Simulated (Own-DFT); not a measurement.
# One host, several defects: grey tin

Everything here is calculated. The program is Own-DFT (plane waves, in-house, since retired, never reviewed by a person); positions were held fixed, and spin and spin-orbit coupling were off.

Method: PBE; PseudoDojo norm-conserving scalar-relativistic files; cutoff 42 hartree; 3 x 3 x 3 k mesh centred on Gamma; cold (Marzari-Vanderbilt) smearing of 0.2 eV.

Keep in mind (not all hold for every row): not probed for a lower state with spin; forces on such cells moved up to 12 meV/angstrom on a denser k mesh; stress not checked against mesh or cutoff.

All runs share one cell, with vectors in Å (12.978, 0.000, 0.000); (0.000, 12.978, 0.000); (0.000, 0.000, 12.978) and a volume of 2185.9 Å³. The atoms are randomly displaced, by u rms on each axis. The defect's site can differ from row to row.

| cell | formula | u (Å) | P (GPa) |
|---|---|---|---|
| no defect | Sn64 | 0.0197 | 3.38 |
| no defect | Sn64 | 0.0478 | 3.63 |
| no defect | Sn64 | 0.0496 | 3.62 |
| one Sn vacancy | Sn63 | 0.0293 | 3.30 |
| one Sn vacancy | Sn63 | 0.0296 | 3.13 |
| one Sn vacancy | Sn63 | 0.0514 | ? |
| one Sn vacancy | Sn63 | 0.0543 | 3.45 |
| two Sn vacancies | Sn62 | 0.0289 | 3.16 |
| two Sn vacancies | Sn62 | 0.0296 | 3.08 |
| two Sn vacancies | Sn62 | 0.0491 | 3.38 |

## Working it out

P = P0 + c u² + a shift for each defect gives P0 = 3.32 GPa, c = 129 ± 24 GPa/Å² and a scatter of 0.07 GPa. The shifts, and each times the cell's volume:

- one Sn vacancy: -0.23 ± 0.05 GPa, -3.1 eV
- two Sn vacancies: -0.29 ± 0.05 GPa, -4.0 eV (-2.0 eV for each of its 2 sites)

Positive is outwards. The product with the volume (160.2 GPa Å³ to the eV) is nearly free of the cell's size; divided by the bulk modulus at the cell's pressure it gives the volume that the defect adds. The atoms around the defects weren't relaxed, which would change these numbers.

## Check

Q: what pressure belongs in the blank (one Sn vacancy, u = 0.0514 Å)?

Estimate: 3.43 ± 0.08 GPa. The hidden result is 3.39 GPa.
